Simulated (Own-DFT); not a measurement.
# How HSE06 shifts the pressure of corundum Al2O3, 78 atoms (Al32O46), with two O vacancies

Calculated, not measured. Each geometry was run twice at fixed positions with Own-DFT, a retired in-house plane-wave program that no person has reviewed: with PBE, and with HSE06 (exact exchange share 0.25 at short range, screening 0.11 per bohr, Gygi-Baldereschi treatment of its divergence). Both used PseudoDojo norm-conserving files made for PBE, a cutoff of 48 hartree, the Gamma point alone, fixed occupations, a neutral cell and no spin. One k point on a cell 7.9 Å thick isn't converged, and results move with the size of the cell. The oxygen file's force components were 24 meV/Å off all-electron values in a glass.

Unstrained cell vectors in Å: (5.494, 0.000, 8.660); (-2.747, 4.758, 8.660); (-2.747, -4.758, 8.660), volume V0 = 679.1 Å³, from measured lattice constants. Each geometry has its own random strain of a few per cent, its own defect sites and random moves of rms u per axis. HSE06 gave the energy alone. D is its energy less that of PBE, over the lowest D shown. The PBE stress wasn't checked against mesh or cutoff.

```
run,V - V0 (Å³),u (Å),P with PBE (GPa),D (eV)
1,-3.1,0.0303,8.07,0.668
2,-3.5,0.0496,9.65,0.811
3,2.1,0.0519,9.51,0.989
4,-17.6,0.0512,15.83,0.205
5,-1.9,0.0454,10.00,0.794
6,-2.0,0.0496,9.98,0.785
7,-6.5,0.0491,11.02,0.610
8,-20.4,0.0468,17.31,0.000
9,0.7,0.0313,7.30,0.798
10,5.1,0.0498,7.22,1.143
11,5.7,0.0482,6.66,1.010
12,-0.3,0.0315,7.59,0.757
13,-12.9,0.0305,12.42,?
```

## Analysis

D = 0.70 + 0.0404 (V - V0) + 75 u² eV, with an error of 0.0018 on the volume slope, 21 on the last term and a scatter of 0.05 eV. Pressure is -dE/dV, and 1 eV/Å³ is 160.2 GPa, so HSE06 changes the pressure by -6.5 ± 0.3 GPa. With the ions held to the strained lattice, the PBE pressure falls by 261 ± 14 GPa per unit of volume strain; the shape of the strain isn't fitted, so the true error is larger, and a relaxed crystal would be softer. On that slope HSE06's volume at a given pressure is about 2.5 % smaller, or 0.8 % in lengths. At u = 0 and V0 the PBE pressure is 6.2 GPa, which puts the zero-pressure volume, against the measured cell and with the defects in, at +2.4 % for PBE and -0.1 % for HSE06, each good to a few tenths of a per cent.

## Test on the hidden row

The question: what D should run 13 give?

The fit gives 0.25 eV, with rows scattering by 0.05. The calculation gave 0.236 eV.
